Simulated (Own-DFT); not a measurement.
# Device materials side by side: how hard are they to compress?

Source: density functional calculations with Own-DFT, an unreviewed in-house program that is no longer used. Nothing was measured or relaxed, and spin and spin-orbit coupling are left out.

Keep in mind (not all hold for every row): forces on such cells moved up to 12 meV/angstrom on a denser k mesh; forces not confirmed at this smearing and k mesh; k mesh not checked against a denser one; forces on such cells passed a denser k mesh, each cell not checked; stress not checked against mesh or cutoff.

All runs are PBE with PseudoDojo norm-conserving files; cutoff and k mesh are each material's own. Every cell starts from measured lattice constants and was given uniform random strains and small random moves of its atoms. Each triple is the change of volume in per cent, the rms move u in Å and the pressure in GPa.

- 3C SiC (C48Si48), 10.36 Å³/atom unstrained: (-3.54, 0.051, 14.69); (-0.53, 0.048, 6.46); (-0.03, 0.050, 6.05); (0.85, 0.051, 4.07); (1.08, 0.050, 2.80); (1.47, 0.051, 2.12); (1.75, 0.051, 1.99)
- wurtzite AlN (Al36N36), 10.45 Å³/atom unstrained: withheld
- wurtzite GaN (Ga36N36), 11.42 Å³/atom unstrained: (-3.13, 0.051, 13.71); (-2.67, 0.055, 13.57); (-2.17, 0.050, 11.83); (-0.63, 0.046, 8.09); (0.72, 0.056, 6.03); (0.73, 0.050, 5.57); (3.72, 0.048, 0.21)
- diamond silicon (Si64), 20.02 Å³/atom unstrained: (-2.42, 0.053, 5.30); (-2.03, 0.052, 4.65); (-1.71, 0.048, 4.37); (-1.21, 0.052, 4.41); (-0.08, 0.053, 2.68); (0.50, 0.055, 2.39); (3.54, 0.051, -0.46)
- zincblende InP (In48P48), 25.27 Å³/atom unstrained: (-1.71, 0.050, 4.90); (-1.22, 0.048, 4.78); (-0.85, 0.049, 4.36); (0.98, 0.049, 3.04); (1.27, 0.050, 2.76); (1.61, 0.045, 2.51); (2.20, 0.051, 2.22)
- grey tin (Sn64), 34.15 Å³/atom unstrained: (-1.82, 0.047, 4.61); (-1.23, 0.051, 4.48); (-0.59, 0.053, 4.03); (-0.41, 0.052, 3.94); (1.02, 0.050, 3.09); (1.57, 0.047, 3.00); (1.67, 0.049, 2.88)

## Fit

Fit a line to each set against the fractional change of volume; B is minus its slope, and u is nearly the same within a set. To take it to zero pressure, assume that B rises by 4 GPa for each GPa: B0 = B - 4 x (mean pressure). The bond length of an ideal tetrahedral crystal with the unstrained volume v is d = (√3/4)(8 v)^(1/3). Cohen's empirical rule reads B0 = (1971 - 220 L) d^(-3.5) GPa, with L = 0 for group IV crystals and SiC and 1 for III-V compounds.

```
                material  L  d (Å)   B (GPa)  mean P (GPa)  B0 (GPa)  rule (GPa)
        3C SiC (C48Si48)  0  1.888  244 ± 10           5.5  222 ± 10         213
  wurtzite AlN (Al36N36)  1  1.893         ?             ?         ?         188
  wurtzite GaN (Ga36N36)  1  1.950   204 ± 8           8.4   170 ± 8         169
  diamond silicon (Si64)  0  2.352    96 ± 5           3.3    82 ± 5          99
zincblende InP (In48P48)  1  2.541    73 ± 2           3.5    59 ± 2          67
         grey tin (Sn64)  0  2.810    52 ± 3           3.7    37 ± 3          53
```

A line through ln[B0/(1971 - 220 L)] against ln d has a slope of -4.4 ± 0.2 and a scatter of 7 %. Against the rule, B0 stands at 104 % for 3C SiC, 101 % for wurtzite GaN, 83 % for diamond silicon, 88 % for zincblende InP, 69 % for grey tin. PBE tends to make silicon and heavier crystals too soft, and the rule itself is only a guide.

## Test on the hidden row

The question: what B0 does the fitted trend give for wurtzite AlN (Al36N36)?

The line gives 195 GPa. Its own runs give B = 213 ± 13 GPa at a mean pressure of 5.0 GPa, so B0 = 193 GPa.
